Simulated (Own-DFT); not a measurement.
# Strain and stress in beta-Si3N4, 112 atoms (N64Si48)

Calculated results; nothing here was measured. They come from Own-DFT, an in-house plane-wave density functional program, since retired, whose code no person has reviewed. Each row is one single-point run on a periodic cell that was not relaxed, without spin or spin-orbit coupling.

Settings of every run: PBE; PseudoDojo norm-conserving scalar-relativistic files; cutoff 42 hartree; 2 x 2 x 4 k mesh centred on Gamma; Fermi-Dirac smearing of 0.1 eV.

Known limits, some of them of some rows only: some atoms lie very close together; forces on such cells moved up to 12 meV/angstrom on a denser k mesh; stress not checked against mesh or cutoff.

Unstrained cell vectors in Å: (15.212, 0.000, 0.000); (-7.606, 13.174, 0.000); (0.000, 0.000, 5.818). The unstrained cell has measured lattice constants (interpolated for alloys), not those of this functional. That, the random moves and any unrelaxed bonds set the pressure at no strain. Each run strains this cell uniformly, with the atoms carried along. Every atom was also moved at random, by a Gaussian of width 0.05 Å on each axis. Strain is the symmetric tensor, in per cent. Stress is positive in tension, and the pressure is minus a third of its trace.

```
run,e_xx (%),e_yy (%),e_zz (%),e_yz (%),e_xz (%),e_xy (%),s_xx (GPa),s_yy (GPa),s_zz (GPa),s_yz (GPa),s_xz (GPa),s_xy (GPa),P (GPa),E (meV/atom)
1,1.26,-1.94,0.13,-0.54,-1.52,1.20,-3.90,-18.08,-11.45,-2.52,-5.75,5.66,11.14,82.5
2,1.91,0.26,1.13,0.07,-1.87,1.28,4.56,-2.72,-3.20,-0.09,-6.78,4.71,0.45,33.8
3,0.62,-0.09,-1.84,-1.93,1.49,0.43,-5.07,-11.08,-21.48,-6.68,4.01,2.78,12.54,58.6
4,-0.11,-1.25,-1.34,-1.02,-0.52,-0.14,-9.12,-17.12,-22.79,-4.69,-2.21,-0.43,16.34,65.1
5,-0.82,-0.54,1.78,1.29,-1.75,-1.91,-11.43,-10.30,0.11,3.31,-7.14,-9.50,7.20,33.8
6,-0.37,-1.53,1.71,-0.17,1.12,-1.75,-10.41,-14.12,-0.86,-1.00,2.63,-7.03,8.46,39.2
7,0.05,-0.22,-0.62,-0.71,-1.46,0.30,-7.55,-9.41,-13.90,-1.00,-6.43,3.30,10.29,31.0
8,0.17,-0.24,-1.94,1.61,0.15,-0.24,-8.93,-9.69,-23.40,2.97,-1.13,0.33,14.00,39.8
9,-0.49,0.89,1.43,-1.57,-0.67,0.74,-7.49,-1.25,-0.54,-5.54,-1.03,3.20,3.10,10.9
10,-0.19,1.22,-0.12,0.83,1.96,-0.66,-7.49,-1.14,-9.51,1.64,7.33,-1.83,6.05,33.9
11,0.14,-1.76,-1.70,1.54,-0.05,0.66,-9.71,-22.95,-22.88,4.94,0.24,2.99,18.51,74.0
12,0.95,-0.06,-1.47,-1.75,0.97,0.57,-2.60,-8.49,-19.05,-6.71,4.33,4.19,10.04,34.6
13,0.14,1.76,0.92,-0.05,-1.53,-1.69,-3.81,1.69,-2.39,-1.72,-3.90,-6.61,1.50,23.4
14,1.74,0.96,0.09,-1.34,0.11,0.87,2.72,-0.59,-5.18,-3.30,0.14,3.75,1.01,0.0
15,0.47,-1.14,1.70,-0.40,-1.51,0.63,-4.05,-15.24,1.83,-0.41,-3.48,0.76,5.82,46.6
16,0.25,1.72,1.96,0.64,-1.12,-0.65,-1.15,2.65,1.32,1.91,-3.39,-1.78,-0.94,40.1
17,0.04,0.61,-1.85,0.93,1.10,1.46,?,?,?,?,?,?,?,?
```

E is the free energy for each atom above the lowest run shown.

## Worked fit

Each stress component was fitted by least squares to a constant and the strains of the runs shown, as fractions, with shears doubled. Shear strains stay in the fit of a normal stress only where such slopes are resolved. The slopes, in GPa:

| stress | at no strain | per e_xx | per e_yy | per e_zz | scatter |
|---|---|---|---|---|---|
| s_xx | -7.2 | 535 ± 27 | 129 ± 18 | 73 ± 15 | 0.81 |
| s_yy | -8.4 | 99 ± 52 | 590 ± 34 | 98 ± 29 | 1.53 |
| s_zz | -10.5 | 81 ± 53 | 97 ± 35 | 644 ± 29 | 1.55 |

Each shear stress against twice its own strain: yz 156 ± 13, xz 175 ± 15, xy 203 ± 19 GPa. These are stiffnesses along x, y and z of the frame in which the cell vectors are given, which need not be the crystal's axes. The atoms are held to the strained lattice; where symmetry lets them move under strain, relaxing them would lower some slopes. The table should be nearly symmetric about its diagonal, and what it lacks of that shows the noise. A ninth of its sum, 261 ± 7 GPa, estimates the bulk modulus near the mean pressure of these runs, 7.8 GPa, so it lies above the value at zero pressure.

## Withheld run

Question: what normal stresses and pressure should run 17 give?

The fit gives s_xx = -7.5, s_yy = -6.6, s_zz = -21.8 and P = 12.0 GPa. The calculation gave -8.16, -5.63, -27.67 and P = 13.82 GPa. This run lies off the fit, by chance or by something that the fit leaves out.
